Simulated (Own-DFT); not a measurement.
InP (zincblende, atoms displaced), AlN (wurtzite, atoms displaced) (calculated)

A calculation, not a measurement: plane-wave PBE density functional theory by an unreviewed code, no spin, of a simulated periodic cell, stress positive in tension, free energy of the whole cell less one offset for each atom, forces on such cells moved up to 12 meV/angstrom on a denser k mesh; offsets are fitted by least squares, one for each functional and potential file, so energies compare only between cells with the same atoms and settings and are not formation energies; the far tail of each file's local potential was reset to the Coulomb form; each entry is a single point on an unrelaxed cell, so the pressure reflects the starting lattice, mostly measured values (interpolated for alloys), from which strain is counted, and rises with the displacements; printed positions are rounded, which can move forces by about a meV/angstrom; the program, named Own-DFT, is a retired in-house code; no spin-orbit coupling; before rounding, a Quantum ESPRESSO 7.3.1 run of the same cell and cutoff gave forces within 1 meV/angstrom rms on each cell, which checks the program and not the settings. Program: Own-DFT development build.

Common to all runs: functional PBE; potential files PseudoDojo norm-conserving, scalar-relativistic, standard set; occupations Fermi-Dirac; smearing width 0.1 eV.

```json
{"entry": 1, "formula": "InP", "kind": "zincblende, atoms displaced", "structure": {"cell_angstrom": [[11.7374, 0.0, 0.0], [0.0, 11.7374, 0.0], [0.0, 0.0, 11.7374]], "atoms_fractional": [["In", 0.99929, 0.98886, 0.00513], ["In", 0.0132, 0.24481, 0.25098], ["In", 0.25131, 0.98458, 0.24558], ["In", 0.24252, 0.25346, 0.02354], ["P", 0.12155, 0.1252, 0.14674], ["P", 0.12289, 0.38794, 0.38741], ["P", 0.3796, 0.13874, 0.36734], ["P", 0.35824, 0.38981, 0.12093], ["In", 0.98887, 0.99784, 0.50358], ["In", 0.99492, 0.25161, 0.75317], ["In", 0.24412, 0.00602, 0.74974], ["In", 0.26398, 0.2394, 0.50458], ["P", 0.12395, 0.13431, 0.62524], ["P", 0.12942, 0.38751, 0.87269], ["P", 0.35148, 0.119, 0.86069], ["P", 0.38345, 0.37094, 0.64129], ["In", 0.00144, 0.49727, 0.00051], ["In", 0.01642, 0.75053, 0.25253], ["In", 0.27, 0.49388, 0.25025], ["In", 0.24601, 0.74451, 0.98921], ["P", 0.12326, 0.63094, 0.13376], ["P", 0.13331, 0.86815, 0.37237], ["P", 0.39594, 0.63003, 0.36224], ["P", 0.37403, 0.86805, 0.11178], ["In", 0.00778, 0.51758, 0.51486], ["In", 0.00416, 0.74077, 0.75132], ["In", 0.25699, 0.51087, 0.75065], ["In", 0.23962, 0.7582, 0.49997], ["P", 0.10904, 0.62498, 0.63331], ["P", 0.12274, 0.86717, 0.87547], ["P", 0.37905, 0.62655, 0.87755], ["P", 0.39013, 0.88046, 0.60781], ["In", 0.50141, 0.98879, 0.00855], ["In", 0.5085, 0.25929, 0.24383], ["In", 0.75208, 0.01242, 0.2475], ["In", 0.7546, 0.24683, 0.0013], ["P", 0.60968, 0.1189, 0.11146], ["P", 0.6238, 0.37485, 0.38411], ["P", 0.87715, 0.12774, 0.38189], ["P", 0.86263, 0.38088, 0.13405], ["In", 0.50339, 0.99605, 0.4986], ["In", 0.49911, 0.26106, 0.75967], ["In", 0.74359, 0.00334, 0.74397], ["In", 0.74229, 0.24447, 0.49822], ["P", 0.62146, 0.13779, 0.62078], ["P", 0.64007, 0.36984, 0.87824], ["P", 0.88066, 0.12505, 0.87471], ["P", 0.87517, 0.38844, 0.61611], ["In", 0.49128, 0.49124, 0.99369], ["In", 0.50424, 0.7487, 0.24886], ["In", 0.74921, 0.49362, 0.24349], ["In", 0.75369, 0.74482, 0.0082], ["P", 0.62389, 0.63098, 0.13145], ["P", 0.6217, 0.87703, 0.38447], ["P", 0.86649, 0.63318, 0.36934], ["P", 0.86575, 0.88023, 0.10345], ["In", 0.51348, 0.49052, 0.49846], ["In", 0.4848, 0.74597, 0.7554], ["In", 0.75465, 0.49763, 0.75166], ["In", 0.74513, 0.75518, 0.52088], ["P", 0.63495, 0.62025, 0.63677], ["P", 0.60965, 0.87437, 0.87736], ["P", 0.88777, 0.63466, 0.87754], ["P", 0.87928, 0.88415, 0.62112]]}, "settings": {"wave_cutoff [hartree]": 36.0, "k_mesh": "3 x 3 x 3 centred on Gamma"}, "results": {"free_energy_of_cell_above_offsets [eV]": "-25.142", "pressure [GPa]": 5.17, "stress_xx [GPa]": -4.91, "stress_yy [GPa]": -5.34, "stress_zz [GPa]": -5.25, "stress_yz [GPa]": -0.97, "stress_xz [GPa]": 1.69, "stress_xy [GPa]": -0.43, "force_element": ["In", "In", "In", "In", "P", "P", "P", "P", "In", "In", "In", "In", "P", "P", "P", "P", "In", "In", "In", "In", "P", "P", "P", "P", "In", "In", "In", "In", "P", "P", "P", "P", "In", "In", "In", "In", "P", "P", "P", "P", "In", "In", "In", "In", "P", "P", "P", "P", "In", "In", "In", "In", "P", "P", "P", "P", "In", "In", "In", "In", "P", "P", "P", "P"], "force_x [eV/angstrom]": [1.139, -2.242, 1.104, -0.576, 1.211, 1.072, 0.233, 3.143, 2.238, 0.343, -1.351, -0.837, -0.597, -0.149, 2.972, -1.226, -0.133, -2.687, -2.922, -0.289, 1.371, -1.441, -2.085, -0.51, -2.534, -1.099, -0.346, 1.859, 4.392, 0.192, -0.744, -2.791, -1.613, -0.606, -0.395, 0.229, 1.753, 1.31, -0.054, 2.582, 0.543, 0.632, -0.208, 1.406, -0.841, -1.187, -0.364, -0.167, 1.624, 0.545, -1.389, -1.146, 0.09, 1.311, 0.532, 0.203, -1.673, 1.52, 0.938, 0.323, -1.74, 1.689, -1.768, -0.786], "force_y [eV/angstrom]": [1.59, 2.752, 0.99, -1.016, -2.233, -0.777, -1.738, -2.44, 1.085, 1.167, -2.36, 1.442, -0.889, -1.22, 2.489, 1.619, 0.462, 0.256, 2.68, -0.248, -1.669, 1.93, -1.576, -0.593, -1.715, 2.552, -0.566, -1.583, 1.218, 0.99, -0.628, -1.657, 0.498, 0.044, -0.856, -0.591, 1.817, -0.813, 0.311, -2.213, 2.782, -1.894, 0.058, 0.938, -1.119, 0.691, -0.604, -1.514, 0.398, 2.156, 1.931, -0.523, -1.48, -0.364, 0.105, 0.121, 1.891, 1.019, 0.283, -0.244, 0.415, -0.607, -1.337, -1.612], "force_z [eV/angstrom]": [-0.953, 2.263, 0.241, -2.223, -2.562, -0.566, -0.439, -1.548, -1.047, -0.513, -2.035, 0.166, -0.39, 0.426, 3.453, -2.076, 0.663, 0.045, 3.092, 1.151, -1.397, 0.351, 2.595, 1.224, -3.401, 0.358, -0.407, 0.982, 0.379, -0.682, 0.3, 2.417, -1.893, -0.289, 0.02, 0.524, 1.5, -2.269, -1.004, -1.709, -1.084, 0.996, 0.609, 0.066, 1.149, 0.168, 0.282, 0.373, 0.316, -0.533, 2.129, -1.597, -1.211, -1.467, 0.737, 3.285, 1.621, -1.519, 0.721, -1.493, -0.2, -0.825, 0.628, 2.103]}}
{"entry": 2, "formula": "AlN", "kind": "wurtzite, atoms displaced", "structure": {"cell_angstrom": [[9.336, 0.0, 0.0], [-4.668, 8.0852, 0.0], [0.0, 0.0, 9.964]], "atoms_fractional": [["Al", 0.10938, 0.22613, 0.00635], ["Al", 0.21733, 0.10525, 0.25367], ["N", 0.12707, 0.2369, 0.19969], ["N", 0.22644, 0.11438, 0.44855], ["Al", 0.10937, 0.2155, 0.50583], ["Al", 0.22725, 0.10816, 0.74334], ["N", 0.10725, 0.21865, 0.69547], ["N", 0.21912, 0.12732, 0.94278], ["Al", 0.12223, 0.55962, 0.98866], ["Al", 0.21354, 0.44753, 0.26799], ["N", 0.12687, 0.54503, 0.1961], ["N", 0.23217, 0.44783, 0.44177], ["Al", 0.1195, 0.55406, 0.50114], ["Al", 0.23949, 0.45862, 0.73643], ["N", 0.1188, 0.56004, 0.68193], ["N", 0.23021, 0.4711, 0.93651], ["Al", 0.1285, 0.89363, 0.0094], ["Al", 0.20316, 0.77994, 0.22548], ["N", 0.11246, 0.91075, 0.19194], ["N", 0.2346, 0.76801, 0.43332], ["Al", 0.10811, 0.86809, 0.50471], ["Al", 0.22857, 0.78378, 0.75765], ["N", 0.10714, 0.88854, 0.69143], ["N", 0.23326, 0.80028, 0.95366], ["Al", 0.44923, 0.22641, 0.02367], ["Al", 0.54613, 0.09725, 0.277], ["N", 0.43069, 0.20246, 0.17541], ["N", 0.55604, 0.10977, 0.46316], ["Al", 0.44585, 0.24793, 0.49304], ["Al", 0.54795, 0.10203, 0.73597], ["N", 0.46504, 0.22056, 0.69446], ["N", 0.54882, 0.10099, 0.94375], ["Al", 0.43155, 0.55425, 0.00904], ["Al", 0.54841, 0.43221, 0.24261], ["N", 0.46206, 0.56899, 0.18886], ["N", 0.55409, 0.46771, 0.44819], ["Al", 0.43365, 0.54575, 0.48672], ["Al", 0.55811, 0.42765, 0.76287], ["N", 0.43594, 0.55305, 0.68258], ["N", 0.5302, 0.4275, 0.95155], ["Al", 0.44475, 0.89371, 0.00093], ["Al", 0.5661, 0.7876, 0.26187], ["N", 0.46409, 0.90103, 0.17596], ["N", 0.55023, 0.76673, 0.42316], ["Al", 0.43333, 0.88932, 0.49913], ["Al", 0.54937, 0.77696, 0.75277], ["N", 0.44734, 0.89942, 0.68847], ["N", 0.5305, 0.78055, 0.93371], ["Al", 0.79111, 0.21952, 0.00989], ["Al", 0.88102, 0.09839, 0.25115], ["N", 0.78968, 0.21481, 0.20052], ["N", 0.90936, 0.12048, 0.42871], ["Al", 0.76734, 0.20973, 0.50449], ["Al", 0.89107, 0.10596, 0.7502], ["N", 0.79235, 0.2357, 0.69221], ["N", 0.8864, 0.10981, 0.93832], ["Al", 0.77192, 0.5447, 0.9985], ["Al", 0.89979, 0.43176, 0.24274], ["N", 0.77366, 0.54556, 0.19148], ["N", 0.89016, 0.44589, 0.43807], ["Al", 0.78739, 0.54356, 0.49311], ["Al", 0.89052, 0.45426, 0.76835], ["N", 0.78008, 0.5695, 0.6931], ["N", 0.89519, 0.44771, 0.94354], ["Al", 0.78023, 0.8917, 0.00809], ["Al", 0.89788, 0.77545, 0.26766], ["N", 0.78292, 0.89191, 0.19107], ["N", 0.88389, 0.77273, 0.46032], ["Al", 0.79273, 0.88848, 0.49526], ["Al", 0.89481, 0.7933, 0.76071], ["N", 0.7645, 0.89613, 0.706], ["N", 0.89535, 0.80009, 0.93577]]}, "settings": {"wave_cutoff [hartree]": 42.0, "k_mesh": "3 x 3 x 2 centred on Gamma"}, "results": {"free_energy_of_cell_above_offsets [eV]": "-15.997", "pressure [GPa]": 10.68, "stress_xx [GPa]": -10.9, "stress_yy [GPa]": -8.06, "stress_zz [GPa]": -13.07, "stress_yz [GPa]": -1.22, "stress_xz [GPa]": 0.59, "stress_xy [GPa]": 2.44, "force_element": ["Al", "Al", "N", "N", "Al", "Al", "N", "N", "Al", "Al", "N", "N", "Al", "Al", "N", "N", "Al", "Al", "N", "N", "Al", "Al", "N", "N", "Al", "Al", "N", "N", "Al", "Al", "N", "N", "Al", "Al", "N", "N", "Al", "Al", "N", "N", "Al", "Al", "N", "N", "Al", "Al", "N", "N", "Al", "Al", "N", "N", "Al", "Al", "N", "N", "Al", "Al", "N", "N", "Al", "Al", "N", "N", "Al", "Al", "N", "N", "Al", "Al", "N", "N"], "force_x [eV/angstrom]": [-0.098, -0.443, -0.972, 0.476, 0.425, -0.191, 1.392, 2.325, -2.616, 5.453, -6.068, -3.289, -1.001, -3.429, -1.065, 1.851, -5.765, 4.673, 0.045, -4.009, 0.647, -0.279, 1.432, 0.27, 0.218, 0.63, 0.794, -2.167, 1.389, 4.046, -5.133, 0.4, 1.196, -0.785, -0.859, 5.981, -0.283, -1.308, 4.165, 2.1, 1.118, -0.61, -1.593, -0.072, 3.1, -0.451, -0.467, 3.994, -2.853, 2.673, -2.855, -2.347, 3.313, -1.476, -0.628, 1.007, -1.344, -1.26, 1.62, 2.698, -3.999, 0.45, 0.83, 0.082, -1.563, -2.298, 1.106, 3.446, -4.658, -1.264, 2.391, 1.763], "force_y [eV/angstrom]": [0.938, 4.686, -1.619, -1.48, 1.4, 1.484, 0.791, -1.949, 1.567, -1.679, 3.868, -2.676, -0.513, -2.938, 0.861, -4.089, 3.555, -0.959, -5.321, 0.366, 1.64, -0.177, -0.252, -4.133, -1.711, 0.686, -0.094, 0.504, -1.688, 2.277, 1.488, 3.595, 1.606, 1.548, -1.29, -3.783, 4.913, 2.209, 1.681, 2.855, 1.276, -0.774, -0.865, 1.952, -0.974, -0.774, -4.064, -1.765, -0.896, 1.819, 0.322, -2.085, 2.543, 2.274, -0.981, 0.479, 1.724, 1.302, 0.667, -1.837, 1.567, -0.61, -1.298, -0.029, -0.212, -0.53, -1.657, -1.091, 1.311, -1.186, -1.304, -2.474], "force_z [eV/angstrom]": [-0.416, 1.246, -0.762, -0.847, 0.216, 1.786, -1.022, -0.288, 2.473, -1.823, -3.299, 1.512, -0.73, 2.611, 2.622, -1.802, -2.083, 2.187, 0.023, -1.324, 0.207, -0.904, 0.113, -1.71, -13.42, -3.762, 14.64, -2.558, 2.512, 3.858, -2.318, -0.932, -0.934, 0.333, 1.555, -2.966, 3.252, -0.884, -0.684, -0.767, -0.295, -7.573, 4.665, 8.04, 1.071, -0.69, -1.007, 1.002, -1.157, -0.474, -0.766, 2.631, 0.766, 0.828, 0.019, 1.317, 0.312, 1.174, 0.395, -1.14, 2.811, -4.876, 0.924, 2.51, -1.678, -1.941, 1.207, -2.806, 1.928, -2.435, -3.003, 3.335]}}
```
